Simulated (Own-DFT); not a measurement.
Si$_{3}$N$_{4}$ (beta silicon nitride, strained, atoms displaced) (calculated)

Computed with Own-DFT development build. A calculation, not a measurement: plane-wave PBE density functional theory by an unreviewed code, no spin, of a simulated periodic cell, stress positive in tension, free energy of the whole cell less one offset for each atom, forces on such cells moved up to 12 meV/angstrom on a denser k mesh; offsets are fitted by least squares, one for each functional and potential file, so energies compare only between cells with the same atoms and settings and are not formation energies; the far tail of each file's local potential was reset to the Coulomb form; each entry is a single point on an unrelaxed cell, so the pressure reflects the starting lattice, mostly measured values (interpolated for alloys), from which strain is counted, and rises with the displacements; printed positions are rounded, which can move forces by about a meV/angstrom; the program, named Own-DFT, is a retired in-house code; no spin-orbit coupling; before rounding, a Quantum ESPRESSO 7.3.1 run of the same cell and cutoff gave forces within 1 meV/angstrom rms on each cell, which checks the program and not the settings.

Settings shared by all entries: functional PBE; potential files PseudoDojo norm-conserving, scalar-relativistic, standard set; wave cutoff 42 hartree; occupations Fermi-Dirac; smearing width 0.1 eV; k mesh 2 x 2 x 4 centred on Gamma.

(1) Si$_{3}$N$_{4}$ (beta silicon nitride, strained, atoms displaced)

```
CELL_PARAMETERS angstrom
15.17870 -0.16650 -0.06760
-7.73360 13.09560 -0.06740
-0.02590 -0.04470 5.90370
ATOMIC_POSITIONS crystal
Si 0.08577 0.38830 0.12315
Si 0.12200 0.20377 0.12389
Si 0.29582 0.41015 0.12435
Si 0.41665 0.11814 0.37341
Si 0.38776 0.29874 0.36275
Si 0.20509 0.08851 0.38595
N 0.16706 0.01799 0.13253
N 0.48179 0.14865 0.10122
N 0.34631 0.33514 0.12416
N 0.33143 0.47700 0.38025
N 0.02214 0.34824 0.37872
N 0.15217 0.16391 0.38504
N 0.17132 0.33738 0.11876
N 0.33100 0.16564 0.40206
Si 0.08480 0.38604 0.62104
Si 0.11705 0.19675 0.63199
Si 0.29659 0.41292 0.61920
Si 0.42023 0.12111 0.86921
Si 0.37995 0.29555 0.88008
Si 0.20289 0.08600 0.86830
N 0.16547 0.01436 0.62203
N 0.48817 0.15315 0.62939
N 0.35563 0.34249 0.61796
N 0.33590 0.48231 0.86941
N 0.01201 0.34552 0.86342
N 0.14260 0.15889 0.87807
N 0.16467 0.32931 0.63910
N 0.33158 0.16570 0.85180
Si 0.08570 0.88915 0.12908
Si 0.11393 0.70013 0.14098
Si 0.30015 0.91447 0.12565
Si 0.41041 0.61057 0.38825
Si 0.38686 0.79557 0.37298
Si 0.20463 0.59044 0.38273
N 0.16796 0.51984 0.11855
N 0.48106 0.64826 0.12840
N 0.35205 0.83251 0.12662
N 0.33478 0.98835 0.37477
N 0.02125 0.84989 0.37939
N 0.15135 0.66515 0.38695
N 0.16860 0.83548 0.12435
N 0.32284 0.65875 0.37982
Si 0.09215 0.88951 0.64285
Si 0.10881 0.70040 0.63145
Si 0.29659 0.91908 0.62772
Si 0.41914 0.61985 0.89232
Si 0.38077 0.79327 0.88135
Si 0.20474 0.58643 0.86996
N 0.16520 0.51831 0.62911
N 0.47934 0.64772 0.63273
N 0.35112 0.82733 0.62261
N 0.33703 0.98157 0.87531
N 0.01794 0.85626 0.86629
N 0.15322 0.67216 0.88020
N 0.16652 0.83719 0.60753
N 0.33313 0.66546 0.87192
Si 0.58658 0.38556 0.13228
Si 0.60764 0.19440 0.12050
Si 0.79942 0.41151 0.12168
Si 0.91797 0.11561 0.37992
Si 0.88579 0.29974 0.37681
Si 0.70671 0.08853 0.37677
N 0.66952 0.01538 0.13143
N 0.98581 0.14990 0.11697
N 0.85191 0.33308 0.12750
N 0.83496 0.48294 0.37200
N 0.50940 0.34000 0.38028
N 0.65147 0.16451 0.36877
N 0.66695 0.33460 0.12511
N 0.83552 0.17114 0.37577
Si 0.58170 0.37940 0.62022
Si 0.61030 0.20146 0.61994
Si 0.79108 0.40976 0.62434
Si 0.91171 0.12031 0.87481
Si 0.88155 0.29603 0.86248
Si 0.70891 0.09312 0.87171
N 0.66564 0.01436 0.62298
N 0.97989 0.14509 0.61396
N 0.84851 0.33302 0.62867
N 0.82958 0.48920 0.88950
N 0.51649 0.35086 0.85268
N 0.65483 0.16863 0.88179
N 0.67127 0.33171 0.61992
N 0.83812 0.16830 0.87532
Si 0.58377 0.88438 0.12133
Si 0.61077 0.70326 0.13383
Si 0.79435 0.91257 0.13124
Si 0.91702 0.61914 0.35954
Si 0.88586 0.80125 0.38015
Si 0.70554 0.58927 0.36476
N 0.66116 0.52146 0.12828
N 0.97903 0.65070 0.10360
N 0.84944 0.83125 0.14392
N 0.83065 0.98105 0.37151
N 0.51518 0.85379 0.37146
N 0.65475 0.67181 0.38099
N 0.66651 0.83267 0.12554
N 0.82765 0.65952 0.37880
Si 0.58782 0.88524 0.62232
Si 0.61827 0.70098 0.61975
Si 0.80008 0.91364 0.61805
Si 0.91602 0.61848 0.86720
Si 0.88518 0.79671 0.87143
Si 0.70123 0.58649 0.87295
N 0.67057 0.51690 0.62249
N 0.98660 0.65247 0.62355
N 0.85182 0.83118 0.62253
N 0.83250 0.97774 0.86576
N 0.51562 0.84933 0.86641
N 0.65299 0.66400 0.87347
N 0.66075 0.82945 0.62203
N 0.83411 0.65949 0.88865
```

```
free energy of cell above offsets : -8.530 eV
pressure                          : 7.65 GPa
stress xx                         : -10.18 GPa
stress yy                         : -9.25 GPa
stress zz                         : -3.52 GPa
stress yz                         : -3.09 GPa
stress xz                         : -2.13 GPa
stress xy                         : -6.97 GPa
```

Force:
```csv
element,x (eV/Å),y (eV/Å),z (eV/Å)
Si,1.768,-0.905,-0.971
Si,-2.215,0.691,1.476
Si,-0.05,3.186,-1.226
Si,-2.073,0.196,-0.39
Si,-4.591,-1.369,2.874
Si,-0.956,-1.266,-1.384
N,0.022,1.206,-1.285
N,0.545,0.577,5.882
N,2.97,-1.8,-0.136
N,0.195,2.637,-2.14
N,-2.963,-0.45,-2.427
N,-0.621,0.166,-1.233
N,-3.01,-2.693,0.37
N,3.097,1.766,-1.869
Si,3.233,-0.417,2.258
Si,-2.785,2.205,-1.047
Si,-0.165,-1.65,2.23
Si,-4.883,-2.962,-2.675
Si,0.471,1.552,-3.266
Si,-0.905,-0.44,1.955
N,0.026,2.104,0.876
N,-2.366,-1.223,-1.69
N,1.08,-1.577,0.315
N,0.172,1.449,1.89
N,0.48,0.931,1.268
N,2.326,-0.968,0.025
N,-0.644,0.225,-0.668
N,1.552,0.368,1.571
Si,2.134,-1.691,0.172
Si,0.254,1.503,-2.148
Si,0.058,-1.657,0.084
Si,-2.049,-0.057,-0.712
Si,-1.936,-1.092,0.96
Si,-4.26,-3.895,-0.88
N,-0.787,-1.097,1.192
N,1.167,0.496,4.077
N,-1.088,1.093,0.473
N,0.968,0.07,0.162
N,-2.096,-0.41,0.442
N,-2.082,0.235,-0.323
N,-1.107,-0.445,0.066
N,7.632,4.54,-0.464
Si,0.112,-2.69,-3.773
Si,4.774,2.799,0.354
Si,2.214,-3.504,-1.563
Si,-3.689,-2.763,-4.529
Si,0.376,0.927,-2.059
Si,-1.699,1.728,1.509
N,-0.308,-1.649,-1.436
N,2.306,0.872,-0.022
N,-2.422,2.259,0.261
N,0.153,3.023,0.567
N,-0.841,-0.497,2.742
N,0.371,-1.377,0.171
N,0.667,-1.186,1.154
N,1.667,-0.231,0.739
Si,1.106,0.397,-1.963
Si,3.218,3.297,0.688
Si,-0.408,0.424,0.527
Si,-3.117,-0.302,-4.305
Si,0.69,0.174,-0.119
Si,-0.647,-0.665,-0.053
N,-0.214,0.869,-1.73
N,0.483,0.015,1.578
N,-0.137,0.576,-1.253
N,0.654,0.516,0.775
N,3.192,1.566,-2.626
N,-1.994,-0.076,0.74
N,-1.075,-1.737,0.073
N,1.843,-1.228,0.179
Si,3.465,2.828,-0.311
Si,6.127,0.907,0.235
Si,3.828,4.32,0.465
Si,3.388,-2.887,-0.869
Si,0.636,0.756,2.584
Si,-1.002,-2.887,1.01
N,0.135,2.127,0.44
N,2.792,1.136,4.311
N,-0.842,1.006,-1.529
N,1.144,-2.476,-2.531
N,-1.74,-1.202,5.2
N,-0.979,-0.323,-1.734
N,-5.776,-2.271,-0.049
N,-2.49,0.412,-0.174
Si,1.401,0.077,-0.259
Si,3.088,-0.069,-0.956
Si,1.735,-1.005,-2.611
Si,-2.337,-1.359,1.152
Si,2.842,-2.719,-0.261
Si,-2.717,-0.847,3.089
N,-0.514,-3.467,-1.446
N,3.999,1.66,4.678
N,-1.11,1.439,-3.762
N,0.527,2.119,0.963
N,1.279,-0.083,-0.344
N,0.377,-1.448,-1.956
N,-2.162,-0.327,-0.085
N,4.16,4.557,-0.054
Si,-0.089,-1.154,0.162
Si,-1.829,0.258,2.38
Si,-1.114,-2.345,0.299
Si,-1.691,-1.9,-1.918
Si,-0.509,-1.505,1.925
Si,1.281,-0.406,-0.144
N,-1.09,-1.929,-1.18
N,-3.023,-1.487,-1.164
N,-1.808,1.39,1.244
N,0.093,2.611,2.21
N,-0.394,-0.064,1.109
N,-2.498,1.29,0.599
N,1.886,1.036,-0.146
N,-2.259,3.559,-0.878
```

(2) Si$_{3}$N$_{4}$ (beta silicon nitride, strained, atoms displaced)

```
CELL_PARAMETERS angstrom
15.13540 -0.10180 0.02210
-7.65580 13.10260 0.15340
0.00850 0.07260 5.88940
ATOMIC_POSITIONS crystal
Si 0.08723 0.38238 0.12796
Si 0.11386 0.20563 0.12948
Si 0.30351 0.41282 0.13422
Si 0.41173 0.11787 0.37413
Si 0.39026 0.29618 0.38127
Si 0.20382 0.08788 0.37872
N 0.16183 0.01731 0.12970
N 0.48246 0.14926 0.12216
N 0.35141 0.33762 0.12581
N 0.33128 0.48157 0.37240
N 0.01765 0.35658 0.37473
N 0.14726 0.15865 0.37617
N 0.16790 0.33621 0.12013
N 0.33550 0.17153 0.36749
Si 0.08450 0.37923 0.62077
Si 0.11752 0.20165 0.60856
Si 0.30143 0.41512 0.61182
Si 0.41233 0.11358 0.87728
Si 0.38939 0.29942 0.88090
Si 0.19915 0.08519 0.87257
N 0.16034 0.00804 0.61939
N 0.49121 0.14769 0.63668
N 0.34400 0.33527 0.62768
N 0.33493 0.48327 0.87979
N 0.01534 0.35216 0.87556
N 0.15034 0.16356 0.87970
N 0.16421 0.33111 0.62381
N 0.33075 0.15846 0.88038
Si 0.07965 0.87468 0.12422
Si 0.10933 0.69734 0.14024
Si 0.29827 0.91251 0.12876
Si 0.40874 0.61838 0.37770
Si 0.38433 0.79529 0.37878
Si 0.20444 0.59126 0.36956
N 0.16234 0.51337 0.11184
N 0.48047 0.64865 0.13344
N 0.34736 0.83526 0.13534
N 0.33697 0.98629 0.37867
N 0.00872 0.84670 0.40033
N 0.14880 0.65735 0.37348
N 0.16776 0.83061 0.12026
N 0.32924 0.66574 0.37983
Si 0.07962 0.88218 0.60905
Si 0.12145 0.70619 0.62099
Si 0.29819 0.91327 0.63497
Si 0.41279 0.61080 0.88375
Si 0.37912 0.79329 0.87176
Si 0.19941 0.58393 0.87427
N 0.16094 0.51136 0.61964
N 0.48376 0.64919 0.62141
N 0.34879 0.83156 0.62126
N 0.33466 0.97965 0.87362
N 0.01825 0.85099 0.86843
N 0.15316 0.66671 0.87371
N 0.16574 0.83961 0.62537
N 0.33696 0.66669 0.87976
Si 0.59270 0.38859 0.11668
Si 0.61763 0.20359 0.11747
Si 0.79413 0.41087 0.12565
Si 0.90591 0.10648 0.38032
Si 0.88201 0.29486 0.37390
Si 0.70699 0.09030 0.38699
N 0.66761 0.02317 0.12154
N 0.98034 0.14394 0.12829
N 0.84992 0.33765 0.13869
N 0.83828 0.47608 0.37329
N 0.52482 0.35321 0.37048
N 0.64828 0.16412 0.38734
N 0.66435 0.32333 0.12304
N 0.83149 0.16378 0.38800
Si 0.58497 0.38331 0.61187
Si 0.61588 0.20490 0.61727
Si 0.78988 0.40786 0.60935
Si 0.91370 0.11847 0.87858
Si 0.89133 0.29473 0.87209
Si 0.70200 0.08521 0.87228
N 0.67151 0.01584 0.61813
N 0.98586 0.15213 0.62845
N 0.85422 0.33546 0.62517
N 0.83973 0.48782 0.87929
N 0.51196 0.35135 0.84947
N 0.65022 0.16650 0.87958
N 0.66784 0.33466 0.63290
N 0.83682 0.16382 0.86012
Si 0.58432 0.88303 0.12465
Si 0.61732 0.70452 0.12138
Si 0.79559 0.91091 0.11456
Si 0.90962 0.61772 0.36636
Si 0.88292 0.80255 0.37895
Si 0.70351 0.58928 0.37708
N 0.66715 0.51487 0.13273
N 0.98179 0.65095 0.14410
N 0.85206 0.83491 0.13779
N 0.82729 0.98221 0.35639
N 0.52488 0.85043 0.37706
N 0.65027 0.67005 0.36836
N 0.66573 0.83290 0.12350
N 0.83611 0.66799 0.37188
Si 0.59406 0.88980 0.61882
Si 0.61480 0.70612 0.62699
Si 0.79784 0.91523 0.61963
Si 0.92118 0.61267 0.87151
Si 0.88470 0.80298 0.86555
Si 0.69950 0.57981 0.87861
N 0.67237 0.52187 0.63190
N 0.98657 0.65244 0.64068
N 0.86321 0.83454 0.63057
N 0.83054 0.97951 0.88437
N 0.51122 0.84922 0.85948
N 0.65398 0.66068 0.87644
N 0.66971 0.83192 0.62137
N 0.83870 0.67089 0.86125
```

```
free energy of cell above offsets : -6.990 eV
pressure                          : 8.93 GPa
stress xx                         : -10.89 GPa
stress yy                         : -11.95 GPa
stress zz                         : -3.94 GPa
stress yz                         : 5.05 GPa
stress xz                         : 0.52 GPa
stress xy                         : -2.25 GPa
```

Force:
```csv
element,x (eV/Å),y (eV/Å),z (eV/Å)
Si,-0.647,0.985,-0.663
Si,1.477,-1.379,-1.304
Si,-3.12,0.522,-2.029
Si,1.838,-0.667,0.717
Si,-2.655,2.902,-0.133
Si,0.04,-2.146,-1.038
N,0.376,-2.142,0.322
N,0.736,0.55,0.527
N,3.731,-1.914,0.867
N,0.3,2.884,-0.703
N,-0.847,-1.741,-0.362
N,-1.396,1.576,-1.064
N,1.095,-1.009,0.511
N,0.698,-1.731,0.746
Si,0.192,1.326,0.356
Si,-0.005,0.276,3.373
Si,-3.213,-0.587,3.906
Si,0.745,-0.769,-0.22
Si,-4.763,-2.795,-0.707
Si,0.034,-1.619,0.175
N,0.252,4.182,0.752
N,-4.49,-1.098,-1.673
N,4.716,-2.349,-0.507
N,0.409,-0.951,-1.162
N,2.668,0.401,0.634
N,-1.675,1.152,-0.959
N,1.355,0.339,-0.378
N,-0.465,2.982,-0.609
Si,1.063,2.407,0.477
Si,2.251,1.2,-2.381
Si,-1.065,0.609,0.816
Si,1.536,-1.161,0.379
Si,0.305,1.66,-0.408
Si,0.293,-5.699,-0.112
N,0.256,0.641,2.807
N,1.591,0.653,-0.934
N,2.652,-1.32,-0.918
N,-0.036,-0.195,-0.151
N,-0.312,-0.879,-7.568
N,-3.745,2.869,0.695
N,-1.612,-0.535,0.825
N,2.028,1.245,-0.069
Si,3.975,0.671,5.559
Si,-1.203,0.205,0.937
Si,-0.707,-0.612,-2.12
Si,-0.793,1.546,-0.917
Si,0.14,0.605,1.188
Si,1.014,0.479,-2.135
N,0.561,1.523,0.321
N,-0.418,-0.32,0.772
N,-0.821,0.463,0.193
N,0.366,1.688,1.058
N,-1.495,-0.317,1.723
N,-1.058,0.294,0.898
N,1.72,-2.294,-0.646
N,-1.231,-1.464,-0.144
Si,0.451,-2.99,-0.852
Si,0.174,-5.091,1.58
Si,1.687,0.357,-0.971
Si,0.909,3.755,0.002
Si,0.526,1.328,1.026
Si,-2.721,-0.333,-3.358
N,-0.03,-2.932,2.026
N,0.257,0.701,0.515
N,1.762,-1.882,-2.614
N,-1.413,3.651,-1.202
N,-2.657,-1.289,-1.575
N,0.644,-0.177,-2.276
N,-2.607,6.467,-0.069
N,2.224,1.466,-0.709
Si,2.774,2.347,1.855
Si,2.345,-0.092,2.27
Si,5.154,1.899,3.637
Si,2.207,-1.992,-0.2
Si,-5.018,0.423,0.587
Si,-0.287,1.983,-0.527
N,-0.196,0.245,2.365
N,-0.656,-1.43,-1.232
N,-0.945,-0.27,0.57
N,-0.877,-3.463,-0.828
N,3.38,1.653,2.916
N,1.135,-0.755,-2.056
N,-3.357,-1.222,-0.303
N,-2.808,0.737,0.722
Si,0.734,1.552,-2.468
Si,-0.504,-1.282,-0.561
Si,0.508,-1.928,2.583
Si,0.626,-2.438,4.941
Si,1.907,-3.381,-0.162
Si,0.014,1.624,0.299
N,-0.068,0.036,0.141
N,1.88,0.45,-3.881
N,-1.668,1.359,-3.086
N,0.462,-1.591,2.332
N,-3.407,-1.318,0.241
N,1.321,-1.14,1.51
N,-0.657,0.1,-0.583
N,-2.843,0.468,-0.235
Si,-0.721,-2.629,1.271
Si,1.736,-3.018,-0.421
Si,1.766,-0.655,0.8
Si,-4.53,1.897,2.805
Si,4.312,-3.956,6.423
Si,3.167,4.318,-0.055
N,-0.789,-3.954,-2.125
N,2.29,0.68,-5.308
N,-7.655,4.525,-3.796
N,0.498,2.802,-4.63
N,1.876,1.301,1.615
N,-3.65,1.978,-0.051
N,-0.932,1.715,0.461
N,-0.375,-1.751,1.119
```
